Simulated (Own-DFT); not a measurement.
## Calculated data, Hf31SiO64 (monoclinic hafnia with substituted atoms, atoms displaced)

A calculation, not a measurement: plane-wave PBE and HSE06 DFT by an unreviewed code, no spin, of a simulated cell at Gamma alone, so results move with cell size and shape, stress positive in tension, energies less offsets, not probed for a lower state with spin; hafnium file: forces about 75 meV/angstrom off all-electron values; oxygen file: force components 24 meV/angstrom off all-electron in a glass; k mesh not checked against a denser one; forces and stress are PBE's, HSE06 gives the energy alone, and its difference from PBE has offsets of its own; offsets are fitted by least squares, one for each functional and potential file, so energies compare only between cells with the same atoms and settings and are not formation energies; the far tail of each file's local potential was reset to the Coulomb form; each entry is a single point on an unrelaxed cell, so the pressure reflects the starting lattice, mostly measured values, from which strain is counted, and rises with the displacements; printed positions are rounded, which can move forces by about a meV/angstrom; the program is a retired in-house code; no spin-orbit coupling. Program: Own-DFT development build.

### Hf31SiO64 (monoclinic hafnia with substituted atoms, atoms displaced)

```xyz
96
Lattice="10.2340 0.0000 0.0000 0.0000 10.3500 0.0000 -1.6955 0.0000 10.4453" Properties=species:S:1:pos:R:3 Hf31SiO64
Hf     1.2419     0.2385     1.0615
Hf     3.3756     2.8361     1.5012
Hf     3.1486     4.9777     4.1256
Hf     0.8212     2.3430     3.7610
O      0.0038     1.6913     1.7886
O      4.5881     4.3314     0.7946
O      4.0973     3.5018     3.3636
O     -0.3865     0.8383     4.3791
O      1.8601     3.9926     2.5020
O      2.7060     1.3143     0.0934
O      2.4765     1.1875     2.7641
O      1.4553     3.7771     5.2127
Hf     0.4218     0.1770     6.2811
Hf     2.5642     2.7754     6.7141
Hf     2.1048     4.9103     9.4673
Hf    -0.0502     2.3446     8.8522
O     -0.7425     1.6616     7.0292
O      3.7564     4.3799     6.0008
O      3.3903     3.4649     8.6009
O     -1.2449     0.8408     9.5590
O      1.0067     3.8985     7.8109
O      1.9690     1.3030     5.3027
O      1.6267     1.1988     7.9095
O      0.6044     3.7857    10.4014
Hf     1.2387     5.4390     1.1390
Si     3.5002     7.9256     1.5766
Hf     3.0135    10.2470     4.1535
Hf     0.7492     7.5324     3.6956
O      0.0895     6.9059     1.7830
O      4.5804     9.5088     0.8157
O      4.1219     8.6757     3.3485
O     -0.3552     6.0343     4.4390
O      1.8335     9.0629     2.4904
O      2.7826     6.4274     0.1106
O      2.3980     6.4211     2.7180
O      1.5118     9.0647     5.1354
Hf     0.4066     5.3885     6.2910
Hf     2.6427     7.9671     6.8637
Hf     2.2229    10.2603     9.4612
Hf    -0.0278     7.5448     8.9368
O     -0.7572     6.7897     7.0274
O      3.7646     9.3975     6.0256
O      3.3326     8.6707     8.6052
O     -1.1523     6.0714     9.6413
O      0.9481     9.1152     7.7449
O      1.9372     6.4990     5.3043
O      1.5063     6.4320     7.9759
O      0.6479     9.0824    10.3138
Hf     6.4311     0.0982     1.1498
Hf     8.5338     2.8225     1.5274
Hf     8.0756     4.9395     4.1349
Hf     5.9710     2.4170     3.7424
O      5.2436     1.6714     1.8332
O      9.6956     4.3263     0.8371
O      9.3373     3.4761     3.4442
O      4.7299     0.9459     4.4174
O      7.0550     3.9132     2.5913
O      7.9459     1.4244     0.1178
O      7.4833     1.2394     2.6914
O      6.5890     3.8592     5.2063
Hf     5.5428     0.1925     6.4013
Hf     7.6990     2.6972     6.8228
Hf     7.2569     5.0309     9.3821
Hf     5.0763     2.4307     8.8998
O      4.5123     1.6509     7.0259
O      8.7990     4.2520     6.0650
O      8.4909     3.5658     8.6732
O      3.9550     0.9434     9.6861
O      6.2090     3.9075     7.7038
O      7.0036     1.3939     5.3778
O      6.5018     1.2508     7.9452
O      7.4897     3.8859     0.0089
Hf     6.3620     5.3290     1.0061
Hf     8.5632     7.9850     1.4746
Hf     8.1523    10.0910     4.1997
Hf     5.9297     7.5115     3.7397
O      5.1868     6.8107     1.9064
O      9.7000     9.4023     0.8922
O      9.3442     8.6179     3.4449
O      4.7245     5.9727     4.4001
O      6.9379     9.0981     2.4861
O      8.0599     6.5240     0.1235
O      7.4915     6.4464     2.6590
O      6.6746     9.0117     5.0995
Hf     5.5505     5.3970     6.2144
Hf     7.7585     7.9688     6.8069
Hf     7.2206    10.1882     9.4380
Hf     5.1342     7.4935     8.9194
O      4.3662     6.7860     7.0154
O      8.8475     9.5214     5.9599
O      8.4407     8.6193     8.6421
O      3.9005     6.0414     9.6743
O      6.1615     9.0799     7.7233
O      7.1033     6.5044     5.3305
O      6.6190     6.4160     7.9743
O      5.8353     9.0411    10.3989
```

Here we set first functional PBE, second functional HSE06, exact exchange share 0.25, screening 0.11 1/bohr, exchange divergence Gygi-Baldereschi, potential files PseudoDojo norm-conserving, scalar-relativistic, made for PBE, standard set, wave cutoff 48 hartree, occupations fixed and k mesh 1 x 1 x 1 centred on Gamma.

The calculation gives: PBE energy of cell above offsets -86.212 eV; HSE06 less PBE above offsets 0.342 eV; PBE pressure 4.31 GPa; PBE stress xx -4.48 GPa; PBE stress yy -3.52 GPa; PBE stress zz -4.92 GPa; PBE stress yz 0.49 GPa; PBE stress xz 0.12 GPa; PBE stress xy -0.2 GPa.

Force:
| element | x (eV/Å) | y (eV/Å) | z (eV/Å) |
| --- | --- | --- | --- |
| Hf | -0.775 | -1.711 | 1.089 |
| Hf | 1.207 | -1.077 | 1.3 |
| Hf | -4.263 | 0.132 | 0.246 |
| Hf | -1.136 | 0.853 | -1.405 |
| O | 1.165 | -0.111 | 0.314 |
| O | 0.664 | -0.656 | 0.713 |
| O | 2.301 | -1.803 | -0.294 |
| O | 0.824 | 0.671 | 0.419 |
| O | -0.173 | -1.274 | 0.305 |
| O | 0.884 | 0.928 | -0.091 |
| O | -1.557 | 2.175 | -1.823 |
| O | -0.131 | -0.317 | -0.619 |
| Hf | 0.188 | -1.275 | 0.325 |
| Hf | 1.401 | 0.803 | 0.837 |
| Hf | 0.351 | 0.64 | -2.365 |
| Hf | -0.603 | 0.673 | 0.748 |
| O | -0.596 | 0.513 | 0.081 |
| O | 0.128 | -1.387 | 0.783 |
| O | -0.577 | 0.296 | -0.023 |
| O | -0.281 | -0.184 | 0.611 |
| O | 0.464 | -0.202 | -0.579 |
| O | -0.306 | 0.81 | 0.728 |
| O | -0.334 | 1.173 | -0.243 |
| O | -0.218 | -0.007 | -0.537 |
| Hf | -0.975 | -0.608 | -0.24 |
| Si | 1.067 | 1.136 | 2.576 |
| Hf | 1.25 | -3.355 | 0.049 |
| Hf | 1.976 | 0.518 | 0.296 |
| O | -0.708 | 0.304 | 0.327 |
| O | -0.231 | -2.06 | 1.179 |
| O | 0.923 | -1.767 | -1.361 |
| O | -1.039 | -0.681 | -0.148 |
| O | 0.756 | -0.126 | -1.079 |
| O | 1.122 | 2.186 | 1.222 |
| O | 0.873 | 1.273 | -1.043 |
| O | -1.006 | -0.439 | -0.115 |
| Hf | -0.196 | -0.672 | -0.086 |
| Hf | -0.927 | 0.039 | -1.904 |
| Hf | -0.114 | -1.959 | -1.138 |
| Hf | 0.468 | 0.88 | 0.091 |
| O | -1.557 | 1.713 | 0.392 |
| O | 1.522 | 0.952 | 0.155 |
| O | 1.249 | -0.221 | 1.169 |
| O | -1.136 | -0.717 | 0.177 |
| O | 0.304 | -0.22 | -0.354 |
| O | 0.025 | 0.154 | 0.657 |
| O | 0.53 | -0.498 | 0.188 |
| O | -0.305 | -1.228 | 0.396 |
| Hf | -1.944 | 3.154 | -0.128 |
| Hf | 1.465 | -0.249 | 1.063 |
| Hf | 2.374 | -0.043 | 0.655 |
| Hf | -1.357 | -1.584 | -1.004 |
| O | -1.074 | 0.991 | -0.216 |
| O | 0.878 | 0.546 | -0.027 |
| O | 0.325 | -0.346 | 0.251 |
| O | 0.338 | -0.159 | 0.591 |
| O | -1.271 | 0.379 | -0.613 |
| O | 0.069 | -1.183 | -0.518 |
| O | 0.382 | -0.094 | 1.099 |
| O | -0.736 | -0.417 | -1.456 |
| Hf | -1.034 | -1.303 | -2.682 |
| Hf | 0.78 | 2.312 | -0.513 |
| Hf | 2.402 | -1.488 | -0.025 |
| Hf | -0.155 | -0.075 | 0.624 |
| O | -4.026 | 2.629 | 0.005 |
| O | 1.081 | 0.348 | -0.3 |
| O | 0.654 | -1.536 | -0.095 |
| O | -0.383 | -0.683 | 0.025 |
| O | -0.809 | 0.373 | 0.818 |
| O | 0.726 | -0.886 | -0.39 |
| O | 2.868 | -0.821 | 1.364 |
| O | -1.376 | -0.055 | -1.643 |
| Hf | -0.179 | 1.041 | 1.66 |
| Hf | 0.402 | -1.122 | 2.357 |
| Hf | -0.042 | 0.818 | -2.46 |
| Hf | -0.563 | 1.32 | -1.194 |
| O | -2.18 | 1.505 | -1.257 |
| O | 1.77 | 2.401 | -1.335 |
| O | -1.282 | 0.367 | -0.224 |
| O | 2.896 | 2.143 | -0.116 |
| O | 0.685 | -1.461 | 1.092 |
| O | -1.569 | 0.025 | -0.786 |
| O | -0.426 | -0.398 | 0.797 |
| O | -1.538 | -0.814 | 0.382 |
| Hf | -0.434 | -1.318 | 2.235 |
| Hf | 0.783 | 0.078 | -0.472 |
| Hf | 1.665 | -0.044 | -1 |
| Hf | -1.478 | 0.773 | -0.402 |
| O | -0.563 | 1.368 | 0.941 |
| O | 0.959 | -0.686 | 2.127 |
| O | -0.138 | 0.161 | 0.122 |
| O | 0.558 | 0.308 | -0.143 |
| O | -0.094 | -0.395 | 0.76 |
| O | -0.399 | 0.303 | -0.211 |
| O | 0.428 | 0.423 | -0.582 |
| O | -1.933 | -0.873 | -1.101 |
